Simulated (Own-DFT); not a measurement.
SiC (2H silicon carbide, strained, atoms displaced) (calculated)

Computed with Own-DFT development build. A calculation, not a measurement: plane-wave PBE density functional theory by an unreviewed code, no spin, of a simulated periodic cell, stress positive in tension, free energy of the whole cell less one offset for each atom, forces on such cells passed a denser k mesh, this cell's mesh not checked; offsets are fitted by least squares, one for each functional and potential file, so energies compare only between cells with the same atoms and settings and are not formation energies; the far tail of each file's local potential was reset to the Coulomb form; each entry is a single point on an unrelaxed cell, so the pressure reflects the starting lattice, mostly measured values (interpolated for alloys), from which strain is counted, and rises with the displacements; printed positions are rounded, which can move forces by about a meV/angstrom; the program, named Own-DFT, is a retired in-house code; no spin-orbit coupling.

Settings shared by all entries: functional PBE; potential files PseudoDojo norm-conserving, scalar-relativistic, standard set; wave cutoff 42 hartree; occupations Fermi-Dirac; smearing width 0.1 eV; hardware one NVIDIA H100; k mesh 5 x 5 x 3 centred on Gamma.

(1) SiC (2H silicon carbide, strained, atoms displaced)

```
SiC
1.0
      6.1708     0.0950    -0.0923
     -3.0031     5.3097    -0.0584
     -0.1507    -0.1972    10.1090
Si C Si C Si C Si C Si C Si C Si C Si C
2 2 2 2 2 2 2 2 2 2 2 2 2 2 2 2
Direct
  0.01247 0.01221 0.00660
  0.16894 0.33372 0.24485
  0.98937 0.99976 0.19477
  0.16486 0.33703 0.43746
  0.00174 0.98968 0.50251
  0.15523 0.32353 0.74989
  0.00138 0.99974 0.68993
  0.16583 0.33038 0.94310
  0.99854 0.50282 0.00450
  0.16886 0.82471 0.24754
  0.98783 0.50441 0.18199
  0.17829 0.84595 0.43207
  0.01816 0.50885 0.48919
  0.14559 0.82623 0.75025
  0.00445 0.50830 0.68082
  0.16419 0.84187 0.93742
  0.48726 0.99645 0.99473
  0.67547 0.32978 0.24895
  0.49674 0.99122 0.18890
  0.67134 0.33893 0.43393
  0.50163 0.99173 0.50827
  0.67964 0.33737 0.75045
  0.49418 0.99887 0.67922
  0.67376 0.33570 0.94616
  0.49726 0.49366 0.99807
  0.66258 0.81996 0.25237
  0.51078 0.50102 0.18105
  0.66397 0.82889 0.43731
  0.50791 0.50469 0.49739
  0.66270 0.83947 0.75550
  0.50195 0.48752 0.69719
  0.64572 0.83118 0.93842
```

Results for SiC (2H silicon carbide, strained, atoms displaced): free energy of cell above offsets -2.703 eV; pressure 3.39 GPa; stress xx -3.18 GPa; stress yy -1.83 GPa; stress zz -5.17 GPa; stress yz -7.25 GPa; stress xz -3.66 GPa; stress xy 7.59 GPa; wall time 118.6 s.

Force:
| element | x (eV/Å) | y (eV/Å) | z (eV/Å) |
| --- | --- | --- | --- |
| Si | -2.389 | -1.37 | -0.086 |
| Si | 0.129 | 0.548 | 0.767 |
| C | 1.286 | -0.379 | -1.007 |
| C | 2.113 | -1.099 | -0.658 |
| Si | -0.985 | 1.373 | -0.885 |
| Si | 1.326 | 1.905 | 0.354 |
| C | -1.921 | -0.469 | -0.625 |
| C | -0.671 | 0.41 | -0.857 |
| Si | 0.51 | 0.329 | -1.41 |
| Si | -0.652 | 2.037 | 0.182 |
| C | 1.939 | -0.773 | 1.64 |
| C | 0.351 | -1.311 | 0.924 |
| Si | -2.553 | 0.257 | 1.287 |
| Si | 2.55 | 0.821 | 0.181 |
| C | 0.102 | -1.354 | 0.61 |
| C | -0.381 | -1.412 | -0.13 |
| Si | 1.039 | 0.918 | 1.811 |
| Si | -1.409 | -0.596 | -0.004 |
| C | -0.292 | 0.001 | -0.691 |
| C | 0.946 | -0.609 | 0.627 |
| Si | -0.215 | 1.713 | -3.845 |
| Si | -0.331 | -0.736 | 0.108 |
| C | -0.075 | -0.143 | 4.068 |
| C | -0.307 | -0.742 | -2.059 |
| Si | -0.056 | 1.426 | -0.316 |
| Si | -0.341 | 1.292 | -0.601 |
| C | -1.098 | -1.302 | 1.2 |
| C | 0.705 | 0.165 | 0.609 |
| Si | -0.32 | -1.004 | 1.156 |
| Si | 0.201 | -1.335 | -0.933 |
| C | -1.598 | 1.455 | -1.482 |
| C | 2.395 | -0.018 | 0.066 |

(2) SiC (2H silicon carbide, strained, atoms displaced)

```
SiC
1.0
      6.1428     0.0020    -0.1225
     -3.0697     5.4058     0.0531
     -0.2001    -0.0154    10.2196
Si C Si C Si C Si C Si C Si C Si C Si C
2 2 2 2 2 2 2 2 2 2 2 2 2 2 2 2
Direct
  0.01660 0.01432 0.00442
  0.16373 0.33660 0.24691
  0.99324 0.00027 0.19059
  0.17230 0.33296 0.43154
  0.99866 0.99010 0.50458
  0.18573 0.33795 0.75122
  0.99188 0.99922 0.69217
  0.18581 0.34821 0.94338
  0.98629 0.49326 0.00204
  0.17077 0.82330 0.25443
  0.98664 0.48646 0.19231
  0.16807 0.82601 0.44791
  0.98718 0.49687 0.50199
  0.16804 0.84712 0.75417
  0.00671 0.49490 0.69089
  0.16626 0.83042 0.93486
  0.48730 0.00297 0.00171
  0.66314 0.32962 0.24623
  0.50238 0.00726 0.18544
  0.66501 0.34571 0.42758
  0.51016 0.01062 0.50193
  0.65816 0.32467 0.75333
  0.50907 0.00999 0.69000
  0.67327 0.34494 0.93554
  0.52080 0.52039 0.99897
  0.66861 0.82785 0.24964
  0.49567 0.49206 0.17943
  0.66464 0.83603 0.44574
  0.51053 0.51092 0.50183
  0.67467 0.84602 0.75124
  0.52334 0.51072 0.68259
  0.66611 0.83654 0.94234
```

It finds free energy of cell above offsets -3.335 eV; pressure -0.64 GPa; stress xx -3.6 GPa; stress yy 3.62 GPa; stress zz 1.9 GPa; stress yz -0.54 GPa; stress xz -6.52 GPa; stress xy -0.3 GPa; wall time 119.7 s.

Force:
| element | x (eV/Å) | y (eV/Å) | z (eV/Å) |
| --- | --- | --- | --- |
| Si | -0.871 | -0.674 | -0.441 |
| Si | 1.343 | -1.153 | 0.656 |
| C | 1.516 | -0.284 | -0.079 |
| C | -0.716 | -0.121 | 1.683 |
| Si | 0.163 | 1.773 | -0.719 |
| Si | -1.005 | 0.386 | 0.028 |
| C | 1.396 | 1.307 | -0.596 |
| C | -0.889 | -0.828 | -0.837 |
| Si | 2.553 | 1.218 | -0.067 |
| Si | -1.232 | 0.915 | 0.093 |
| C | 0.202 | 1.802 | -1.428 |
| C | -0.111 | 0.532 | -1.211 |
| Si | 2.331 | -0.349 | 0.106 |
| Si | 1.058 | -2.098 | -1.191 |
| C | -0.984 | 0.683 | 0.048 |
| C | -1.073 | 0.148 | 1.377 |
| Si | 1.933 | 0.196 | -0.41 |
| Si | -0.734 | 0.215 | 0.411 |
| C | -0.12 | -1.602 | 0.785 |
| C | 0.225 | -1.115 | 1.686 |
| Si | -0.767 | 0.003 | -0.056 |
| Si | 2.07 | 2.006 | -0.596 |
| C | -1.147 | -0.718 | -0.237 |
| C | -1.311 | -1.713 | 0.383 |
| Si | -0.784 | -1.201 | 0.149 |
| Si | -0.633 | 0.066 | 0.191 |
| C | -0.23 | 1.134 | 1.497 |
| C | 0.401 | 0.255 | -1.598 |
| Si | -1.137 | -1.177 | -1.102 |
| Si | -0.3 | -1.294 | 0.979 |
| C | -1.43 | -0.294 | 1.443 |
| C | 0.285 | 1.982 | -0.947 |

(3) SiC (2H silicon carbide, strained, atoms displaced)

```
SiC
1.0
      6.1140     0.0705     0.0630
     -2.9959     5.2699     0.0706
      0.1028     0.1925     9.9220
Si C Si C Si C Si C Si C Si C Si C Si C
2 2 2 2 2 2 2 2 2 2 2 2 2 2 2 2
Direct
  0.99960 0.00423 0.99824
  0.16283 0.33400 0.24770
  0.00050 0.00201 0.19204
  0.16686 0.32941 0.43687
  0.98673 0.99253 0.50241
  0.15994 0.32154 0.75200
  0.98996 0.01152 0.68472
  0.17550 0.34136 0.93718
  0.00122 0.49631 0.00358
  0.16010 0.83144 0.24363
  0.00502 0.50304 0.17792
  0.17129 0.82936 0.44097
  0.98844 0.50215 0.49950
  0.16668 0.83865 0.74873
  0.00126 0.50417 0.69391
  0.17470 0.83323 0.93574
  0.49799 0.00082 0.00556
  0.67452 0.34305 0.24630
  0.49410 0.00445 0.19167
  0.67562 0.33566 0.43565
  0.51829 0.00744 0.48972
  0.65592 0.33073 0.75408
  0.49240 0.97716 0.68347
  0.66651 0.33259 0.93179
  0.48939 0.49344 0.00071
  0.65871 0.81446 0.25000
  0.50321 0.50035 0.18547
  0.66747 0.83415 0.43397
  0.49808 0.50909 0.50508
  0.66905 0.83035 0.75197
  0.49678 0.50404 0.68291
  0.67740 0.84567 0.93316
```

Results for SiC (2H silicon carbide, strained, atoms displaced): free energy of cell above offsets -2.623 eV; pressure 11.53 GPa; stress xx -7.78 GPa; stress yy -8.04 GPa; stress zz -18.78 GPa; stress yz 5.49 GPa; stress xz 2.6 GPa; stress xy 3.92 GPa; wall time 125.7 s.

Force:
| element | x (eV/Å) | y (eV/Å) | z (eV/Å) |
| --- | --- | --- | --- |
| Si | 0.84 | -0.709 | 0.405 |
| Si | 0.773 | -0.425 | 1.083 |
| C | -1.203 | -0.151 | -1.48 |
| C | -0.553 | 0.679 | 0.199 |
| Si | 1.769 | 0.863 | -1.556 |
| Si | -0.649 | 2.425 | -0.93 |
| C | 1.71 | -1.494 | 0.896 |
| C | -0.456 | -1.072 | 0.333 |
| Si | -0.964 | 0.564 | -3.887 |
| Si | 0.69 | 0.111 | 1.987 |
| C | -0.429 | 0.058 | 2.91 |
| C | -0.718 | 0.998 | -1.264 |
| Si | 2.436 | -0.329 | 1.16 |
| Si | 0.16 | -0.809 | -0.601 |
| C | -1.045 | -0.664 | -0.771 |
| C | -0.916 | 0.426 | 0.924 |
| Si | 0.257 | 0.025 | -1.575 |
| Si | 0.141 | -1.309 | 0.583 |
| C | 1.36 | -0.279 | -0.207 |
| C | -1.483 | 1.129 | -0.44 |
| Si | -2.674 | -1.167 | 1.97 |
| Si | 1.343 | -0.745 | -2.799 |
| C | -0.547 | 2.705 | -0.092 |
| C | -0.21 | 0.312 | 3.145 |
| Si | 1.781 | 1.472 | -1.1 |
| Si | -0.441 | 2.524 | -0.499 |
| C | -0.842 | -0.551 | 0.068 |
| C | 0.999 | -0.73 | 0.095 |
| Si | 0.042 | -1.765 | -2.292 |
| Si | -1.169 | -0.162 | -0.845 |
| C | 0.437 | -0.745 | 2.528 |
| C | -0.441 | -1.186 | 2.052 |
